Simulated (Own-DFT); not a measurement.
# Which defects push the lattice out? monoclinic HfO2

Calculated, not measured: single-point runs of Own-DFT, a retired in-house plane-wave DFT program that no person has reviewed, on unrelaxed cells, without spin or spin-orbit coupling.

Common settings: PBE; PseudoDojo norm-conserving scalar-relativistic files; cutoff 72 hartree; 2 x 2 x 2 k mesh centred on Gamma; Fermi-Dirac smearing of 0.1 eV.

Caveats (not all hold for every row): not probed for a lower state with spin; hafnium file: forces about 75 meV/angstrom off all-electron values; oxygen file: force components 24 meV/angstrom off all-electron in a glass; forces on such cells passed a denser k mesh, each cell not checked; stress not checked against mesh or cutoff.

All runs share one cell, with vectors in Å (10.234, 0.000, 0.000); (0.000, 10.350, 0.000); (-1.696, 0.000, 10.445) and a volume of 1106.4 Å³. The atoms are randomly displaced, by u rms on each axis. The defect's site can differ from row to row.

| cell | formula | u (Å) | P (GPa) |
|---|---|---|---|
| no defect | Hf32O64 | 0.0208 | 4.09 |
| no defect | Hf32O64 | 0.0505 | 5.37 |
| no defect | Hf32O64 | 0.0535 | 6.80 |
| two O vacancies | Hf32O62 | 0.0313 | 3.53 |
| two O vacancies | Hf32O62 | 0.0477 | 5.61 |
| two O vacancies | Hf32O62 | 0.0502 | 5.79 |
| one Si on a Hf site | Hf31O64Si | 0.0306 | 2.75 |
| one Si on a Hf site | Hf31O64Si | 0.0315 | 3.00 |
| one Si on a Hf site | Hf31O64Si | 0.0459 | 3.98 |
| one O vacancy | Hf32O63 | 0.0277 | 3.75 |
| one O vacancy | Hf32O63 | 0.0466 | 5.53 |
| one O vacancy | Hf32O63 | 0.0502 | 5.61 |
| two Al on a Hf site each and one O vacancy | Al2Hf30O63 | 0.0291 | 2.17 |
| two Al on a Hf site each and one O vacancy | Al2Hf30O63 | 0.0300 | 2.45 |
| two Al on a Hf site each and one O vacancy | Al2Hf30O63 | 0.0502 | ? |
| two Al on a Hf site each and one O vacancy | Al2Hf30O63 | 0.0503 | 3.26 |

## Fit

P = P0 + c u² + a shift for each defect gives P0 = 3.50 GPa, c = 987 ± 134 GPa/Å² and a scatter of 0.41 GPa. The shifts, and each times the cell's volume:

- one O vacancy: -0.33 ± 0.33 GPa, -2.3 eV (not resolved)
- two O vacancies: -0.42 ± 0.33 GPa, -2.9 eV (-1.4 eV for each of its 2 sites) (not resolved)
- one Si on a Hf site: -1.58 ± 0.34 GPa, -10.9 eV
- two Al on a Hf site each and one O vacancy: -2.28 ± 0.34 GPa, -15.7 eV

Against the defect-free cell, a freed cell would be larger where the shift is positive and smaller where it is negative (160.2 GPa Å³ is 1 eV). The atoms around the defects weren't relaxed, which would change these numbers.

## Test on the hidden row

Asked: what pressure belongs in the blank (two Al on a Hf site each and one O vacancy, u = 0.0502 Å)?

The fitted form gives 3.71 ± 0.49 GPa. The hidden result is 3.42 GPa.
